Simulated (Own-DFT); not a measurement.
Simulation results for Si4SnGe11 (diamond-structure random alloy, strained, atoms displaced)

All values are calculated (Own-DFT development build). A calculation, not a measurement: plane-wave density functional theory by an unreviewed code, no spin, of a simulated periodic cell, stress positive in tension, run twice, with PBE and with PBEsol, both on files made for PBE, so the change isn't that of files made for PBEsol, forces on such cells moved up to 12 meV/angstrom on a denser k mesh; the far tail of each file's local potential was reset to the Coulomb form; each entry is a single point on an unrelaxed cell, so the pressure reflects the starting lattice, mostly measured values (interpolated for alloys), from which strain is counted, and rises with the displacements; printed positions are rounded, which can move forces by about a meV/angstrom; the program, named Own-DFT, is a retired in-house code; no spin-orbit coupling; stress was not checked against mesh or cutoff.

Si4SnGe11 (diamond-structure random alloy, strained, atoms displaced)

```
Si4SnGe11
1.0
     11.5042     0.0000     0.0000
      0.0000    11.5042     0.0000
      0.0000     0.0000    11.3064
Ge Si Ge Si Ge Si Ge Si Ge Si Ge Sn Si Ge Sn Si Ge Si Ge Sn Ge Si Ge Si
1 2 2 1 1 2 7 1 4 1 9 2 1 6 1 1 7 4 5 1 1 1 1 2
Direct
  0.00268 0.00405 0.00078
  0.00614 0.25685 0.24623
  0.25020 0.99930 0.24641
  0.24684 0.25388 0.99912
  0.13248 0.12778 0.12109
  0.11976 0.37442 0.37858
  0.36917 0.12639 0.36934
  0.37556 0.37142 0.12312
  0.99674 0.00379 0.50563
  0.99639 0.24715 0.74642
  0.25305 0.99527 0.74852
  0.24688 0.24959 0.49185
  0.12568 0.12383 0.63274
  0.12220 0.37288 0.86983
  0.37325 0.12900 0.87471
  0.36918 0.37316 0.62560
  0.99531 0.49507 0.00324
  0.00383 0.74880 0.25121
  0.25443 0.49682 0.25041
  0.25218 0.74166 0.00251
  0.12949 0.63065 0.12502
  0.13371 0.87953 0.37887
  0.37950 0.62866 0.36639
  0.37906 0.87607 0.12371
  0.99590 0.49796 0.49746
  0.99319 0.75435 0.75688
  0.24639 0.50548 0.75473
  0.24560 0.74932 0.49905
  0.11655 0.62007 0.62514
  0.12575 0.87967 0.87887
  0.36926 0.62440 0.87054
  0.37077 0.87758 0.62855
  0.49644 0.99226 0.00007
  0.49321 0.24748 0.24693
  0.74485 0.00061 0.25482
  0.74753 0.24406 0.00330
  0.62488 0.12441 0.11839
  0.62123 0.37652 0.37463
  0.87657 0.12106 0.37955
  0.87845 0.37262 0.12065
  0.49968 0.99739 0.49626
  0.49635 0.24408 0.75334
  0.74992 0.99936 0.74724
  0.74424 0.25246 0.50404
  0.62212 0.13077 0.61620
  0.62670 0.36984 0.86879
  0.87416 0.11987 0.88246
  0.88569 0.37565 0.62553
  0.49760 0.49977 0.00437
  0.48932 0.74482 0.24884
  0.74625 0.50014 0.25229
  0.74801 0.75091 0.00137
  0.62643 0.62879 0.12192
  0.62466 0.87664 0.37435
  0.87176 0.61813 0.37820
  0.87319 0.87488 0.11295
  0.49893 0.50170 0.49386
  0.50125 0.75573 0.74841
  0.74677 0.49494 0.75599
  0.75229 0.75546 0.49407
  0.62683 0.62163 0.63364
  0.61973 0.87438 0.87482
  0.87571 0.62496 0.87242
  0.87167 0.87214 0.62399
```

* functional: PBE, then PBEsol
* potential files: PseudoDojo norm-conserving, scalar-relativistic, standard set
* wave cutoff: 49 hartree
* occupations: Fermi-Dirac
* smearing width: 0.1 eV
* k mesh: 3 x 3 x 3 centred on Gamma
* PBE pressure: 1.76 GPa
* PBE stress xx: -1.42 GPa
* PBE stress yy: -1.41 GPa
* PBE stress zz: -2.45 GPa
* PBE stress yz: 0.6 GPa
* PBE stress xz: 0.69 GPa
* PBE stress xy: -0.47 GPa
* PBEsol pressure: -0.74 GPa
* PBEsol stress xx: 1.09 GPa
* PBEsol stress yy: 1.09 GPa
* PBEsol stress zz: 0.05 GPa
* PBEsol stress yz: 0.58 GPa
* PBEsol stress xz: 0.67 GPa
* PBEsol stress xy: -0.45 GPa
* rms change of force components from PBE to PBEsol: 0.046 eV/Å

Force:
```
force element  PBE force x (eV/Å)  PBE force y (eV/Å)  PBE force z (eV/Å)  PBEsol force x (eV/Å)  PBEsol force y (eV/Å)  PBEsol force z (eV/Å)
           Ge               0.175              -0.196                0.22                  0.163                 -0.194                  0.199
           Si              -0.226              -0.746               0.533                 -0.262                 -0.766                  0.469
           Si               -0.11               -0.21               0.194                 -0.066                 -0.168                  0.145
           Ge               0.662               0.359               -0.31                  0.603                  0.302                 -0.334
           Ge              -0.671              -0.205               1.028                 -0.648                 -0.189                  0.925
           Si               0.374               0.203              -0.833                  0.405                  0.238                  -0.77
           Ge              -0.191               0.242              -0.968                 -0.187                  0.238                 -0.879
           Si                0.05               0.035               0.434                   0.01                  0.077                  0.382
           Si               0.679              -0.993               0.116                  0.663                 -0.905                  0.116
           Ge               0.204               -0.39               0.899                  0.216                 -0.365                  0.864
           Ge               -1.92               2.204               2.119                 -1.872                  2.146                   2.06
           Ge              -0.496               0.079               0.831                 -0.441                  0.044                  0.844
           Ge              -0.053              -0.206              -1.075                 -0.032                 -0.174                 -1.014
           Ge              -0.556               0.488               0.635                 -0.507                  0.446                  0.592
           Ge              -0.707               0.148              -0.426                 -0.719                  0.102                 -0.381
           Ge               0.493                0.11                0.05                  0.452                  0.131                  0.017
           Si                0.75               1.169                -0.9                  0.762                  1.104                 -0.853
           Ge              -0.273                0.67               0.313                 -0.273                  0.611                  0.268
           Ge              -0.552              -0.318              -0.116                 -0.529                 -0.236                 -0.109
           Ge               0.077                1.35              -0.509                  0.069                    1.3                 -0.489
           Ge              -0.872              -1.637               0.296                  -0.81                  -1.55                  0.309
           Si              -1.225               0.411              -0.365                 -1.196                  0.335                 -0.343
           Ge              -1.061              -0.644               1.133                 -1.068                 -0.681                  1.137
           Ge              -2.259              -1.938               2.115                 -2.185                 -1.875                  1.992
           Ge               0.671              -0.179              -0.097                   0.61                  -0.14                 -0.043
           Ge               0.262              -0.081              -0.635                  0.308                 -0.077                 -0.619
           Ge              -0.321              -0.887              -0.922                 -0.317                 -0.862                 -0.892
           Ge              -0.425              -0.983              -0.637                  -0.38                 -0.978                 -0.587
           Ge               0.158               0.787                0.16                  0.161                  0.757                  0.158
           Ge                0.23               -0.65               0.021                  0.219                 -0.625                  0.014
           Ge               1.327               0.324               0.496                   1.27                  0.316                  0.487
           Sn              -0.231              -2.095              -0.546                  -0.22                 -2.036                  -0.52
           Sn               0.392               1.895              -0.753                  0.385                  1.836                 -0.735
           Si               0.503               0.355              -0.318                  0.528                  0.303                 -0.266
           Ge               0.811                0.07              -1.024                  0.776                  0.067                 -0.984
           Ge               0.419               0.791               -0.61                  0.407                  0.752                 -0.597
           Ge              -0.128               0.489               2.024                 -0.089                  0.447                  1.934
           Ge              -0.012              -0.458              -0.758                 -0.019                 -0.438                 -0.666
           Ge               0.074               0.896              -0.468                  0.004                  0.871                 -0.459
           Ge              -0.743               0.205               0.937                 -0.755                  0.161                  0.885
           Sn               0.217               1.662              -0.889                  0.222                  1.621                 -0.862
           Si                 0.3                0.63              -0.835                  0.296                  0.615                 -0.817
           Ge               -0.18               0.004              -0.173                 -0.205                  0.026                 -0.133
           Ge               1.274                0.53              -0.673                   1.22                  0.498                 -0.647
           Ge               0.273               0.212               2.128                    0.3                  0.185                  2.029
           Ge               -2.25              -1.782               2.161                 -2.143                 -1.702                  2.121
           Ge              -0.179               0.426              -0.942                 -0.175                  0.412                 -0.907
           Ge              -0.967              -0.664               -0.64                 -0.935                 -0.649                 -0.621
           Ge               0.296              -0.106               -0.47                  0.281                   -0.1                 -0.512
           Si               2.106               1.009              -0.914                  2.019                  1.017                 -0.868
           Si               0.048              -0.033              -0.806                  0.076                 -0.068                 -0.747
           Si               0.044              -0.603              -0.907                  0.053                 -0.511                 -0.902
           Si              -0.236              -0.147               0.796                 -0.275                 -0.179                  0.754
           Ge               0.225               -1.92              -1.604                  0.255                 -1.824                  -1.53
           Ge              -0.106               0.634              -0.891                 -0.069                  0.642                 -0.824
           Ge              -0.016               0.009               1.404                  0.022                  0.049                  1.384
           Ge                0.06               0.378               1.231                  0.038                  0.337                  1.156
           Ge               0.746              -2.065               0.678                  0.692                  -1.96                  0.696
           Sn               1.666               0.875              -1.043                  1.618                  0.759                 -1.004
           Ge              -0.374              -0.889               1.126                 -0.369                 -0.865                  1.039
           Si              -1.147               1.447              -2.052                 -1.133                  1.419                 -2.015
           Ge               2.135               -1.17              -0.866                  2.026                 -1.106                  -0.87
           Si               0.303               0.494               2.024                   0.31                   0.49                   1.92
           Si               0.482               0.611               -0.13                  0.438                  0.564                 -0.094
```
